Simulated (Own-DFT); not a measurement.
# What a defect does to the pressure of its cell: C40 NbSi2

No measurement is shown. These are fixed-geometry runs of a retired plane-wave code named Own-DFT, which no person has reviewed; spin and spin-orbit coupling are neglected.

All runs used: PBE; PseudoDojo norm-conserving scalar-relativistic files; cutoff 42 hartree; 4 x 4 x 5 k mesh centred on Gamma; cold (Marzari-Vanderbilt) smearing of 0.2 eV.

Keep in mind: forces on such cells failed a check on a denser k mesh; stress not checked against mesh or cutoff.

All runs share one cell, with vectors in Å (0.000, 8.324, 0.000); (-9.613, 0.000, 0.000); (0.000, 0.000, 6.586) and a volume of 527.0 Å³. The atoms are randomly displaced, by u rms on each axis. The defect's site can differ from row to row.

```
                    cell   formula   u (Å)  P (GPa)
               no defect  Nb12Si24  0.0187     1.46
               no defect  Nb12Si24  0.0433     2.45
               no defect  Nb12Si24  0.0566     3.06
        two Nb vacancies  Nb10Si24  0.0340    -0.18
        two Nb vacancies  Nb10Si24  0.0499     0.79
        two Nb vacancies  Nb10Si24  0.0528     1.24
          one Si vacancy  Nb12Si23  0.0296     0.96
          one Si vacancy  Nb12Si23  0.0300     1.04
          one Si vacancy  Nb12Si23  0.0463     1.51
two Nb on a Si site each  Nb14Si22  0.0266     7.49
two Nb on a Si site each  Nb14Si22  0.0304     7.54
two Nb on a Si site each  Nb14Si22  0.0493     8.31
two Nb on a Si site each  Nb14Si22  0.0497        ?
two Si on a Nb site each  Nb10Si26  0.0288     1.52
two Si on a Nb site each  Nb10Si26  0.0515     2.89
two Si on a Nb site each  Nb10Si26  0.0586     3.28
```

## Fit

P = P0 + c u² + a shift for each defect gives P0 = 1.22 GPa, c = 609 ± 45 GPa/Å² and a scatter of 0.16 GPa. The shifts, and each times the cell's volume:

- two Nb on a Si site each: 5.74 ± 0.13 GPa, 18.9 eV (9.4 eV for each of its 2 sites)
- two Si on a Nb site each: -0.06 ± 0.13 GPa, -0.2 eV (-0.1 eV for each of its 2 sites) (not resolved)
- one Si vacancy: -0.84 ± 0.13 GPa, -2.8 eV
- two Nb vacancies: -1.91 ± 0.13 GPa, -6.3 eV (-3.1 eV for each of its 2 sites)

A positive shift means that the defect pushes the cell outwards. Shift times volume (160.2 GPa Å³ is 1 eV) depends little on the cell's size, so, taken for each site, it can be compared between cells at like pressure. The atoms around the defects weren't relaxed, which would change these numbers.

## Test on the hidden row

Asked: what pressure belongs in the blank (two Nb on a Si site each, u = 0.0497 Å)?

Estimate: 8.47 ± 0.19 GPa. The hidden result is 7.90 GPa. This run lies off the fit, by chance or by something that the fit leaves out.
